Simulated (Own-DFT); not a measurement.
Simulation results for InGa3P4 (zincblende random alloy, strained, atoms displaced)

Computed with Own-DFT development build. A calculation, not a measurement: plane-wave PBE density functional theory by an unreviewed code, no spin, of a simulated periodic cell, stress positive in tension, free energy of the whole cell less one offset for each atom, forces on such cells passed a denser k mesh, this cell's mesh not checked; offsets are fitted by least squares, one for each functional and potential file, so energies compare only between cells with the same atoms and settings and are not formation energies; the far tail of each file's local potential was reset to the Coulomb form; each entry is a single point on an unrelaxed cell, so the pressure reflects the starting lattice, mostly measured values, from which strain is counted, and rises with the displacements; printed positions are rounded, which can move forces by about a meV/angstrom; the program is a retired in-house code; no spin-orbit coupling; before rounding, a Quantum ESPRESSO 7.3.1 run of the same cell and cutoff gave forces within 1 meV/angstrom rms on each cell, which checks the program and not the settings.

InGa3P4 (zincblende random alloy, strained, atoms displaced)

```
cell vectors (Å)
  11.3066     0.0000     0.0000
   0.0000    11.3066     0.0000
   0.0000     0.0000    10.8940
atoms (fractions of the cell vectors)
Ga  0.00187  0.99195  0.99276
Ga  0.99818  0.24275  0.24413
In  0.25291  0.99774  0.24240
Ga  0.25231  0.24516  0.99871
P   0.12149  0.12387  0.12242
P   0.12447  0.36413  0.37466
P   0.36661  0.12165  0.37054
P   0.36871  0.37438  0.12702
Ga  0.99280  0.00343  0.50446
Ga  0.00166  0.24205  0.74811
Ga  0.25035  0.99759  0.74984
Ga  0.25457  0.25440  0.49425
P   0.12103  0.12290  0.62992
P   0.12590  0.37207  0.87692
P   0.37183  0.13145  0.87413
P   0.37782  0.37789  0.62518
Ga  0.00459  0.50081  0.99181
In  0.99652  0.75478  0.24242
Ga  0.25059  0.49497  0.24689
Ga  0.24938  0.75850  0.00224
P   0.12417  0.62644  0.12366
P   0.12663  0.87825  0.37217
P   0.37353  0.61977  0.37391
P   0.37095  0.87329  0.12601
Ga  0.00213  0.49876  0.49921
Ga  0.00455  0.74757  0.74024
In  0.25035  0.50140  0.75198
Ga  0.24828  0.74363  0.50256
P   0.12437  0.61147  0.63015
P   0.11687  0.88004  0.87624
P   0.36530  0.62641  0.86944
P   0.37205  0.87141  0.62632
In  0.49902  0.01209  0.99321
Ga  0.49305  0.23953  0.25445
Ga  0.75426  0.99280  0.24986
Ga  0.75082  0.24736  0.99814
P   0.61474  0.11690  0.12802
P   0.62622  0.36959  0.37809
P   0.87929  0.12752  0.37230
P   0.87695  0.37171  0.12369
Ga  0.50228  0.00241  0.49616
Ga  0.50228  0.25065  0.75480
Ga  0.75382  0.99897  0.75070
In  0.74953  0.24422  0.49838
P   0.63024  0.12992  0.62652
P   0.62156  0.37911  0.88050
P   0.87167  0.11729  0.87372
P   0.87051  0.37897  0.62344
In  0.49841  0.49754  0.99465
Ga  0.49797  0.74801  0.25242
Ga  0.74686  0.50620  0.24978
In  0.75969  0.74449  0.00418
P   0.62032  0.62724  0.12463
P   0.62647  0.87669  0.37966
P   0.87824  0.62165  0.37146
P   0.87741  0.87642  0.11888
Ga  0.50260  0.49906  0.50004
In  0.49790  0.75199  0.75497
Ga  0.74999  0.49844  0.74562
Ga  0.75008  0.74557  0.50153
P   0.62686  0.62078  0.62523
P   0.62414  0.87691  0.87868
P   0.87408  0.62501  0.87725
P   0.87321  0.88161  0.62529
```

| Property | Result |
| --- | --- |
| functional | PBE |
| potential files | PseudoDojo norm-conserving, scalar-relativistic, standard set |
| wave cutoff | 42 hartree |
| occupations | Fermi-Dirac |
| smearing width | 0.1 eV |
| k mesh | 3 x 3 x 3 centred on Gamma |
| free energy of cell above offsets | -29.560 eV |
| pressure | 3.01 GPa |
| stress xx | -2.39 GPa |
| stress yy | -2.22 GPa |
| stress zz | -4.41 GPa |
| stress yz | -0.88 GPa |
| stress xz | 0.1 GPa |
| stress xy | 0.58 GPa |

Force:
| element | x (eV/Å) | y (eV/Å) | z (eV/Å) |
| --- | --- | --- | --- |
| Ga | -0.765 | 1.503 | 0.864 |
| Ga | 0.179 | 0.581 | 0.054 |
| In | -1.295 | 0.295 | 0.293 |
| Ga | -0.787 | 0.692 | 0.505 |
| P | -0.529 | 0.326 | -1.233 |
| P | -0.295 | 0.947 | -0.394 |
| P | 1.537 | 0.956 | 1.776 |
| P | 0.131 | -1.252 | 0.285 |
| Ga | 0.886 | -0.137 | -0.587 |
| Ga | -0.612 | 0.922 | 0.481 |
| Ga | -0.286 | 0.237 | 0.019 |
| Ga | -0.188 | -0.493 | 0.852 |
| P | 0.862 | -0.006 | -0.854 |
| P | -0.759 | -1.14 | 0.337 |
| P | -0.978 | 0.395 | -1.557 |
| P | 0.789 | -1.164 | -0.735 |
| Ga | -0.217 | -0.233 | 0.638 |
| In | 0.738 | -0.389 | 1.082 |
| Ga | -0.726 | 0.285 | 0.356 |
| Ga | -0.493 | -0.729 | -0.3 |
| P | 1.064 | -1.059 | -0.91 |
| P | -0.563 | -0.474 | 2.178 |
| P | 0.089 | 0.159 | 0.213 |
| P | 1.733 | -1.609 | -1.079 |
| Ga | -0.273 | -0.518 | -0.217 |
| Ga | -0.577 | 0.193 | 0.583 |
| In | -0.015 | -1.85 | 0.127 |
| Ga | -0.316 | 0.216 | -0.309 |
| P | -1.414 | 2.315 | -2.063 |
| P | 1.447 | -1.301 | -1.035 |
| P | 0.343 | 1.495 | 2.273 |
| P | -0.628 | 1.21 | -1.215 |
| In | -0.797 | -1.889 | -0.062 |
| Ga | 0.416 | 1.014 | -0.208 |
| Ga | -0.254 | 0.6 | -0.004 |
| Ga | -0.28 | -0.1 | 0.449 |
| P | 2.562 | 1.907 | 1.68 |
| P | -1.407 | 1.317 | -1.6 |
| P | 0.331 | -1.504 | -0.834 |
| P | -0.246 | 0.526 | -0.13 |
| Ga | -0.414 | 0.21 | 0.586 |
| Ga | 0.004 | 0.333 | -0.489 |
| Ga | -0.942 | -0.124 | 0.063 |
| In | 0.844 | 0.793 | -0.17 |
| P | -1.845 | -1.913 | 1.457 |
| P | 2.134 | -1.962 | -1.919 |
| P | 0.441 | 0.688 | 0.272 |
| P | 1.446 | -0.011 | 0.726 |
| In | -1.451 | 1.082 | 1.108 |
| Ga | -0.029 | 0.242 | 0.095 |
| Ga | -0.038 | -0.924 | -0.001 |
| In | -1.69 | 0.65 | -0.147 |
| P | 0.055 | -0.078 | 1.421 |
| P | -0.003 | -0.579 | -0.426 |
| P | -0.86 | -0.282 | 0.97 |
| P | -0.295 | 2.325 | 0.212 |
| Ga | 0.06 | -0.214 | -0.252 |
| In | 0.636 | -0.324 | -0.385 |
| Ga | -0.001 | 0.082 | 0.624 |
| Ga | 0.255 | 0.099 | -0.045 |
| P | 0.25 | -0.091 | -0.47 |
| P | 1.434 | 0.39 | -0.6 |
| P | 1.524 | -1.435 | -2.151 |
| P | 0.075 | -1.201 | -0.2 |
